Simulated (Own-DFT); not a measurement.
# Strain and stress in wurtzite AlGaN with randomly placed atoms, 96 atoms (Al12Ga36N48)

These are calculations, not measurements. The program, named Own-DFT, is a retired in-house plane-wave density functional code that no person has reviewed. Each row is one single-point run on a periodic cell that was not relaxed, without spin or spin-orbit coupling.

Settings of every run: PBE; PseudoDojo norm-conserving scalar-relativistic files (stringent for Ga); cutoff 96 hartree; 3 x 4 x 3 k mesh centred on Gamma; Gaussian smearing of 0.01 eV.

Known limits: k mesh not checked against a denser one; stress not checked against mesh or cutoff.

Unstrained cell vectors in Å: (12.679, 0.000, 0.000); (-4.755, 8.235, 0.000); (0.000, 0.000, 10.268). The unstrained cell has measured lattice constants (interpolated for alloys), not those of this functional. That, the random moves and any unrelaxed bonds set the pressure at no strain. Each run strains this cell uniformly, with the atoms carried along. Every atom was also moved at random, by a Gaussian of width 0.05 Å on each axis. The random placing of the alloy's atoms differs from row to row. Strain is the symmetric tensor, in per cent. Stress is positive in tension, and the pressure is minus a third of its trace.

| run | e_xx (%) | e_yy (%) | e_zz (%) | s_xx (GPa) | s_yy (GPa) | s_zz (GPa) | P (GPa) | E (meV/atom) |
|---|---|---|---|---|---|---|---|---|
| 1 | 2.50 | 2.50 | 0.00 | 4.83 | 6.34 | -5.28 | -1.96 | 11.1 |
| 2 | -1.50 | -1.50 | 0.00 | -15.03 | -14.68 | -10.34 | 13.35 | 27.2 |
| 3 | -2.25 | -2.25 | 0.00 | -22.53 | -19.82 | -10.27 | 17.54 | 52.6 |
| 4 | 1.00 | 1.00 | 0.00 | -1.36 | -0.46 | -6.79 | 2.87 | 0.0 |
| 5 | 0.75 | 0.75 | 0.00 | -3.33 | -2.68 | -6.90 | 4.30 | 12.1 |
| 6 | -0.75 | -0.75 | 0.00 | -11.88 | -11.95 | -7.62 | 10.49 | 27.7 |
| 7 | -2.00 | -2.00 | 0.00 | -18.45 | -19.72 | -10.68 | 16.28 | 52.8 |
| 8 | -2.75 | -2.75 | 0.00 | -23.15 | -24.64 | -11.45 | 19.74 | 59.3 |
| 9 | 1.25 | 1.25 | 0.00 | ? | ? | ? | ? | ? |

E is the free energy for each atom above the lowest run shown.

## Worked fit

The change of volume is close to e_xx + e_yy + e_zz. A straight line through the runs shown gives P = 7.77 - 210 x (fractional change of volume) GPa, with an error of 7 on the slope and a scatter of 0.65 GPa. The strain isn't the same on all axes and the cell isn't cubic, so the slope belongs to this path and is not the bulk modulus.

## Withheld run

Question: what pressure should run 9 give? Its volume changes by 2.52 %.

The line gives 2.5 GPa. The calculation gave 2.33 GPa.
